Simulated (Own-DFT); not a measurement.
# Bulk modulus against bond length in tetrahedral crystals

Everything here is calculated. The program is Own-DFT (plane waves, in-house, since retired, never reviewed by a person); positions were held fixed, and spin and spin-orbit coupling were off.

Caveats (not all hold for every row): forces on such cells moved up to 12 meV/angstrom on a denser k mesh; forces not confirmed at this smearing and k mesh; k mesh not checked against a denser one; forces on such cells passed a denser k mesh, each cell not checked; stress not checked against mesh or cutoff.

All runs are PBE with PseudoDojo norm-conserving files; cutoff and k mesh are each material's own. Every cell starts from measured lattice constants and was given uniform random strains and small random moves of its atoms. Each triple is the change of volume in per cent, the rms move u in Å and the pressure in GPa.

- 3C SiC (C48Si48), 10.36 Å³/atom unstrained: (-1.83, 0.047, 9.65); (-0.35, 0.051, 6.28); (-0.22, 0.049, 6.38); (0.07, 0.051, 5.82); (0.92, 0.053, 4.06); (0.94, 0.050, 3.43); (2.55, 0.049, -0.48)
- wurtzite AlN (Al64N64), 10.45 Å³/atom unstrained: (-3.71, 0.053, 14.89); (-3.28, 0.049, 12.80); (-2.10, 0.052, 10.35); (-1.31, 0.048, 8.34); (-0.57, 0.050, 6.70); (-0.40, 0.051, 7.06); (2.65, 0.051, 0.49)
- wurtzite GaN (Ga48N48), 11.42 Å³/atom unstrained: withheld
- diamond silicon (Si64), 20.02 Å³/atom unstrained: (-2.27, 0.052, 4.98); (-2.20, 0.052, 4.91); (-1.79, 0.051, 4.52); (-1.20, 0.055, 4.05); (-1.09, 0.051, 3.71); (2.72, 0.051, 0.21); (2.84, 0.052, 0.01)
- zincblende GaP (Ga32P32), 20.24 Å³/atom unstrained: (-3.22, 0.044, 6.41); (-3.00, 0.051, 6.38); (-1.91, 0.051, 5.14); (0.15, 0.049, 3.36); (1.84, 0.049, 1.75); (2.49, 0.050, 1.24); (2.95, 0.050, 1.34)
- zincblende InP (In48P48), 25.27 Å³/atom unstrained: (-2.29, 0.048, 5.45); (-1.54, 0.049, 4.73); (-1.53, 0.049, 4.96); (0.87, 0.049, 2.97); (0.92, 0.047, 3.04); (2.63, 0.050, 1.89); (3.55, 0.049, 1.38)
- grey tin (Sn64), 34.15 Å³/atom unstrained: (-1.90, 0.053, 4.70); (-1.65, 0.045, 4.51); (-0.81, 0.052, 4.10); (-0.21, 0.051, 3.82); (0.48, 0.048, 3.39); (1.35, 0.053, 3.16); (1.52, 0.049, 2.88)

## Worked fit

Fit a line to each set against the fractional change of volume; B is minus its slope, and u is nearly the same within a set. To take it to zero pressure, assume that B rises by 4 GPa for each GPa: B0 = B - 4 x (mean pressure). The bond length of an ideal tetrahedral crystal with the unstrained volume v is d = (√3/4)(8 v)^(1/3). Cohen's empirical rule reads B0 = (1971 - 220 L) d^(-3.5) GPa, with L = 0 for group IV crystals and SiC and 1 for III-V compounds.

| material | L | d (Å) | B (GPa) | mean P (GPa) | B0 (GPa) | rule (GPa) |
|---|---|---|---|---|---|---|
| 3C SiC (C48Si48) | 0 | 1.888 | 229 ± 10 | 5.0 | 209 ± 10 | 213 |
| wurtzite AlN (Al64N64) | 1 | 1.893 | 219 ± 10 | 8.7 | 184 ± 10 | 188 |
| wurtzite GaN (Ga48N48) | 1 | 1.950 | ? | ? | ? | 169 |
| diamond silicon (Si64) | 0 | 2.352 | 96 ± 1 | 3.2 | 84 ± 1 | 99 |
| zincblende GaP (Ga32P32) | 1 | 2.360 | 88 ± 3 | 3.7 | 73 ± 3 | 87 |
| zincblende InP (In48P48) | 1 | 2.541 | 71 ± 2 | 3.5 | 57 ± 2 | 67 |
| grey tin (Sn64) | 0 | 2.810 | 50 ± 2 | 3.8 | 35 ± 2 | 53 |

A line through ln[B0/(1971 - 220 L)] against ln d has a slope of -4.3 ± 0.2 and a scatter of 6 %. Against the rule, B0 stands at 98 % for 3C SiC, 98 % for wurtzite AlN, 85 % for diamond silicon, 85 % for zincblende GaP, 84 % for zincblende InP, 66 % for grey tin. PBE tends to make silicon and heavier crystals too soft, and the rule itself is only a guide.

## Test on the hidden row

Q: what B0 does the fitted trend give for wurtzite GaN (Ga48N48)?

Estimate: 165 GPa. Its own runs give B = 209 ± 11 GPa at a mean pressure of 9.1 GPa, so B0 = 173 GPa.
